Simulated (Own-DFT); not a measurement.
## Calculated data, Hf32O63 (monoclinic hafnia with one vacancy, atoms displaced)

A calculation, not a measurement: plane-wave density functional theory by an unreviewed code, no spin, of a simulated periodic cell, stress positive in tension, run twice, with PBE and with PBEsol, both on files made for PBE, so the change isn't that of files made for PBEsol, defect cell not probed for a lower state with spin; hafnium file: forces about 75 meV/angstrom off all-electron values; oxygen file: force components 24 meV/angstrom off all-electron in one glass; forces on such cells passed a denser k mesh, this cell's mesh not checked; the far tail of each file's local potential was reset to the Coulomb form; each entry is a single point on an unrelaxed cell, so the pressure reflects the starting lattice, mostly measured values (interpolated for alloys), from which strain is counted, and rises with the displacements; printed positions are rounded, which can move forces by about a meV/angstrom; the program, named Own-DFT, is a retired in-house code; no spin-orbit coupling; stress was not checked against mesh or cutoff. Program: Own-DFT development build.

### Hf32O63 (monoclinic hafnia with one vacancy, atoms displaced)

```cif
# cell vector a (Å): 10.2340 0.0000 0.0000
# cell vector b (Å): 0.0000 10.3500 0.0000
# cell vector c (Å): -1.6955 0.0000 10.4453
data_Hf32O63
_symmetry_space_group_name_H-M 'P 1'
_symmetry_Int_Tables_number 1
_cell_length_a 10.2340
_cell_length_b 10.3500
_cell_length_c 10.5820
_cell_angle_alpha 90.000
_cell_angle_beta 99.220
_cell_angle_gamma 90.000
_cell_volume 1106.39
loop_
_atom_site_label
_atom_site_type_symbol
_atom_site_fract_x
_atom_site_fract_y
_atom_site_fract_z
_atom_site_occupancy
Hf1 Hf 0.13451 0.02293 0.10247 1
Hf2 Hf 0.36767 0.27042 0.15188 1
Hf3 Hf 0.35439 0.47496 0.39103 1
Hf4 Hf 0.14459 0.22720 0.35493 1
O1 O 0.03939 0.17443 0.18350 1
O2 O 0.46974 0.41653 0.06939 1
O3 O 0.46748 0.34025 0.32711 1
O4 O 0.02964 0.08703 0.42849 1
O5 O 0.22762 0.37142 0.23924 1
O6 O 0.27625 0.13169 0.00913 1
O7 O 0.27613 0.11972 0.25792 1
O8 O 0.22580 0.36702 0.49210 1
Hf5 Hf 0.13300 0.01691 0.61176 1
Hf6 Hf 0.36524 0.27112 0.64525 1
Hf7 Hf 0.37139 0.48323 0.89158 1
Hf8 Hf 0.14508 0.22702 0.85792 1
O9 O 0.02471 0.16432 0.68053 1
O10 O 0.45739 0.41049 0.57588 1
O11 O 0.45961 0.32795 0.82614 1
O12 O 0.03386 0.07885 0.92113 1
O13 O 0.22356 0.37769 0.72407 1
O14 O 0.27704 0.13422 0.50576 1
O15 O 0.27818 0.12208 0.76142 1
O16 O 0.22840 0.37844 0.98619 1
Hf9 Hf 0.13479 0.52456 0.09676 1
Hf10 Hf 0.36240 0.77255 0.14613 1
Hf11 Hf 0.36844 0.97254 0.39825 1
Hf12 Hf 0.12892 0.72585 0.36481 1
O17 O 0.03779 0.66201 0.17736 1
O18 O 0.46947 0.91335 0.07672 1
O19 O 0.45590 0.83472 0.31813 1
O20 O 0.03728 0.59515 0.42313 1
O21 O 0.22089 0.87007 0.23856 1
O22 O 0.26658 0.62899 0.00865 1
O23 O 0.28051 0.61644 0.26257 1
O24 O 0.23945 0.87566 0.48877 1
Hf13 Hf 0.14415 0.51977 0.61515 1
Hf14 Hf 0.36383 0.77184 0.64708 1
Hf15 Hf 0.35617 0.98101 0.89787 1
Hf16 Hf 0.13644 0.73022 0.85756 1
O25 O 0.03328 0.66424 0.67462 1
O26 O 0.46364 0.92094 0.57099 1
O27 O 0.46034 0.83063 0.82976 1
O28 O 0.03704 0.59524 0.92082 1
O29 O 0.22067 0.87878 0.73535 1
O30 O 0.27694 0.62109 0.51255 1
O31 O 0.27467 0.61971 0.75903 1
O32 O 0.22204 0.87298 0.97972 1
Hf17 Hf 0.64893 0.02689 0.10655 1
Hf18 Hf 0.85491 0.27458 0.14166 1
Hf19 Hf 0.86712 0.48312 0.39690 1
Hf20 Hf 0.64320 0.23269 0.35057 1
O33 O 0.53301 0.16565 0.16857 1
O34 O 0.96829 0.41281 0.07135 1
O35 O 0.95914 0.32783 0.32371 1
O36 O 0.53618 0.08099 0.42630 1
O37 O 0.72336 0.37688 0.24261 1
O38 O 0.77499 0.13018 0.00648 1
O39 O 0.77366 0.12013 0.25679 1
O40 O 0.72331 0.37227 0.49049 1
Hf21 Hf 0.63649 0.02363 0.59808 1
Hf22 Hf 0.85739 0.26300 0.64456 1
Hf23 Hf 0.87065 0.47808 0.89395 1
Hf24 Hf 0.64643 0.22706 0.85560 1
O41 O 0.53919 0.17765 0.67185 1
O42 O 0.95567 0.42047 0.57612 1
O43 O 0.96080 0.33286 0.82555 1
O44 O 0.54033 0.08481 0.92367 1
O45 O 0.72815 0.38271 0.74001 1
O46 O 0.78263 0.12186 0.50685 1
O47 O 0.77594 0.12206 0.75618 1
O48 O 0.72236 0.38053 0.98386 1
Hf25 Hf 0.63756 0.51445 0.10477 1
Hf26 Hf 0.86344 0.77586 0.14585 1
Hf27 Hf 0.85969 0.98143 0.39315 1
Hf28 Hf 0.63935 0.72310 0.36023 1
O49 O 0.53724 0.66342 0.17964 1
O50 O 0.96223 0.91958 0.07242 1
O51 O 0.96001 0.84086 0.33712 1
O52 O 0.52601 0.59140 0.41936 1
O53 O 0.72060 0.88043 0.23984 1
O54 O 0.77129 0.62325 0.00332 1
O55 O 0.77713 0.62255 0.25410 1
Hf29 Hf 0.64299 0.52157 0.59979 1
Hf30 Hf 0.86091 0.77663 0.64055 1
Hf31 Hf 0.86851 0.97584 0.89942 1
Hf32 Hf 0.63036 0.72462 0.85510 1
O56 O 0.53975 0.66396 0.67864 1
O57 O 0.96592 0.91126 0.57809 1
O58 O 0.96461 0.84100 0.83298 1
O59 O 0.53528 0.57883 0.92650 1
O60 O 0.72622 0.88013 0.73094 1
O61 O 0.77181 0.63641 0.50603 1
O62 O 0.78455 0.61899 0.76966 1
O63 O 0.71707 0.86013 0.98387 1
```

- functional: PBE, then PBEsol
- potential files: PseudoDojo norm-conserving, scalar-relativistic, standard set
- wave cutoff: 72 hartree
- occupations: Fermi-Dirac
- smearing width: 0.1 eV
- k mesh: 2 x 2 x 2 centred on Gamma
- PBE pressure: 5.74 GPa
- PBE stress xx: -5.55 GPa
- PBE stress yy: -5.87 GPa
- PBE stress zz: -5.81 GPa
- PBE stress yz: 0.44 GPa
- PBE stress xz: 0.19 GPa
- PBE stress xy: -0.99 GPa
- PBEsol pressure: -0.65 GPa
- PBEsol stress xx: 0.87 GPa
- PBEsol stress yy: 0.46 GPa
- PBEsol stress zz: 0.62 GPa
- PBEsol stress yz: 0.4 GPa
- PBEsol stress xz: 0.53 GPa
- PBEsol stress xy: -0.97 GPa
- rms change of force components from PBE to PBEsol: 0.052 eV/Å

Force:
```
force element  PBE force x (eV/Å)  PBE force y (eV/Å)  PBE force z (eV/Å)  PBEsol force x (eV/Å)  PBEsol force y (eV/Å)  PBEsol force z (eV/Å)
           Hf                0.87                0.24               1.585                  0.851                  0.282                  1.514
           Hf              -0.801               0.651              -1.267                  -0.79                  0.672                 -1.198
           Hf               -0.11                0.77               1.011                 -0.126                  0.709                      1
           Hf              -0.795              -0.123               1.063                 -0.755                 -0.167                  1.011
            O              -0.683              -1.579              -2.515                 -0.649                 -1.524                 -2.401
            O              -0.899              -1.043                0.98                 -0.868                 -0.982                  0.908
            O               1.289              -1.118              -0.388                  1.237                 -1.112                 -0.433
            O               0.671              -0.036               0.236                   0.65                 -0.065                  0.267
            O              -0.479               0.761              -0.236                 -0.389                   0.72                 -0.201
            O              -0.361               -0.25               0.193                 -0.421                 -0.259                  0.166
            O               0.421              -0.437              -0.143                  0.338                 -0.394                 -0.144
            O              -0.867               0.864              -1.138                 -0.757                  0.847                 -1.109
           Hf               0.499               1.898              -1.948                  0.469                  1.888                 -1.924
           Hf              -0.651              -0.778              -0.798                  -0.64                 -0.686                 -0.777
           Hf              -1.563              -1.667               0.153                 -1.513                 -1.689                  0.191
           Hf              -0.984               1.306              -0.739                 -0.946                  1.211                 -0.742
            O               1.861              -1.112              -0.062                  1.817                 -1.071                 -0.018
            O               2.396               2.159              -0.423                   2.31                  2.097                 -0.457
            O               0.532                0.46               0.757                  0.504                  0.458                  0.682
            O               1.147               1.297               0.385                  1.127                  1.237                   0.43
            O              -0.599              -0.752               2.521                 -0.522                 -0.718                  2.435
            O              -0.262              -1.037               0.683                 -0.312                 -0.993                  0.658
            O              -0.809                -0.4               0.139                 -0.869                 -0.386                  0.167
            O               -0.27              -0.822              -0.383                 -0.211                 -0.802                 -0.374
           Hf               1.162              -0.808               1.536                  1.142                 -0.731                  1.457
           Hf               0.172              -0.588              -0.048                  0.175                 -0.514                  0.009
           Hf              -1.394               1.693              -1.869                 -1.364                  1.592                 -1.785
           Hf               4.037               3.145              -2.369                  3.953                   3.03                 -2.356
            O               -1.27               1.132               0.055                 -1.226                  1.123                  0.096
            O               -0.24               0.544              -0.311                 -0.262                  0.538                 -0.345
            O               2.014               -0.66               1.147                  1.931                 -0.662                   1.07
            O              -3.026              -3.689               1.492                 -2.958                 -3.607                  1.482
            O              -0.594               1.148              -1.036                 -0.494                  1.116                  -1.02
            O               1.353               0.688               0.069                  1.235                  0.669                  0.061
            O               -0.83                0.18              -0.391                 -0.853                  0.166                 -0.368
            O               -2.36              -1.397               0.829                 -2.227                 -1.368                  0.823
           Hf              -0.961               0.158              -2.004                 -0.897                    0.2                 -1.963
           Hf               0.088              -0.295               -0.52                  0.068                 -0.245                 -0.477
           Hf               2.172              -0.115               0.191                  2.095                 -0.161                  0.211
           Hf               0.727               0.622              -1.545                  0.719                  0.559                 -1.514
            O               0.011               0.354               0.025                   0.03                   0.36                  0.072
            O               0.974              -1.082                   2                   0.94                  -1.03                  1.882
            O              -0.411               0.299              -0.444                 -0.405                  0.267                 -0.489
            O              -1.632              -1.734               0.772                 -1.572                 -1.708                    0.8
            O               0.369              -0.282                0.25                  0.417                 -0.266                   0.24
            O              -0.191               1.057               0.604                 -0.255                  1.021                  0.597
            O               0.286               0.581               0.425                  0.215                  0.562                  0.404
            O              -0.198               0.558               1.267                 -0.136                   0.55                  1.212
           Hf              -2.565               -1.99              -1.313                 -2.504                 -1.888                 -1.299
           Hf               2.121               0.201               0.744                  2.075                  0.241                  0.769
           Hf               0.495              -1.251              -0.161                  0.478                  -1.29                 -0.118
           Hf              -1.191              -0.481               0.962                 -1.142                 -0.488                  0.903
            O               0.789              -0.009               0.797                  0.785                  0.012                  0.827
            O              -0.209              -0.208                0.45                 -0.221                 -0.176                  0.383
            O              -0.295               1.431               0.642                 -0.315                   1.39                  0.565
            O               1.057               1.397              -1.211                  1.037                  1.334                 -1.105
            O              -0.056               0.089              -0.516                  0.002                   0.06                 -0.512
            O               0.867               0.345               0.762                  0.763                  0.341                  0.754
            O               0.289               0.729              -0.194                   0.21                  0.717                 -0.196
            O              -0.304              -0.212              -0.772                 -0.243                 -0.199                 -0.755
           Hf               0.058              -0.075               1.402                  -0.01                  0.057                  1.394
           Hf               0.254               1.645               0.302                   0.24                  1.639                  0.343
           Hf              -1.645               0.898              -0.589                 -1.639                  0.832                 -0.563
           Hf              -1.637               0.805              -1.158                 -1.592                  0.732                 -1.153
            O               1.171              -1.469              -0.179                  1.151                 -1.423                  -0.12
            O               0.923                0.27               0.057                  0.884                  0.281                 -0.008
            O               1.618              -0.917               0.219                  1.553                 -0.898                  0.171
            O              -0.553              -0.288              -0.114                 -0.514                 -0.273                 -0.053
            O              -0.549              -0.294              -0.545                 -0.465                 -0.298                 -0.534
            O              -0.938               0.812               0.047                 -0.967                  0.787                   0.05
            O              -0.011              -0.303                0.56                 -0.068                  -0.26                  0.533
            O               0.152              -1.544               0.686                  0.204                 -1.504                  0.679
           Hf               0.522               2.059               0.062                  0.512                   2.05                  0.013
           Hf              -1.182               -1.99              -0.162                 -1.182                 -1.911                 -0.131
           Hf              -0.513               0.314               0.712                 -0.395                  0.345                  0.653
           Hf              -0.576               1.389              -2.332                 -0.607                  1.164                 -2.409
            O              -0.185               -0.23              -0.674                 -0.166                 -0.202                 -0.593
            O               0.014              -0.374               1.577                  0.007                 -0.349                   1.47
            O               1.387              -1.887              -1.501                  1.332                 -1.849                 -1.498
            O               0.318              -0.859               1.299                  0.356                 -0.836                  1.291
            O               0.556               0.048              -0.022                  0.627                  0.063                 -0.035
            O               0.426               0.795               1.546                  0.339                  0.767                  1.493
            O               0.277              -0.239               1.089                  0.203                 -0.223                  1.081
           Hf              -1.267              -0.786               1.131                 -1.215                 -0.739                  1.093
           Hf              -0.638              -1.179               1.499                 -0.559                 -1.158                  1.579
           Hf              -2.465               0.447              -2.117                 -2.363                  0.385                 -2.038
           Hf               2.068              -0.188               0.286                  2.025                 -0.244                  0.276
            O              -0.631              -0.104               -1.13                 -0.607                 -0.078                  -1.05
            O               0.327               0.614              -0.145                  0.313                   0.61                  -0.16
            O               1.137              -1.395              -0.999                  1.104                 -1.359                     -1
            O               0.315               1.034              -0.408                  0.315                  0.985                 -0.357
            O              -0.322              -0.055              -0.176                  -0.23                 -0.053                 -0.193
            O               0.248              -0.316               0.463                  0.166                 -0.308                  0.446
            O              -0.605               0.859              -1.866                 -0.648                  0.824                 -1.808
            O               1.133               1.701               1.197                  1.169                  1.655                  1.175
```
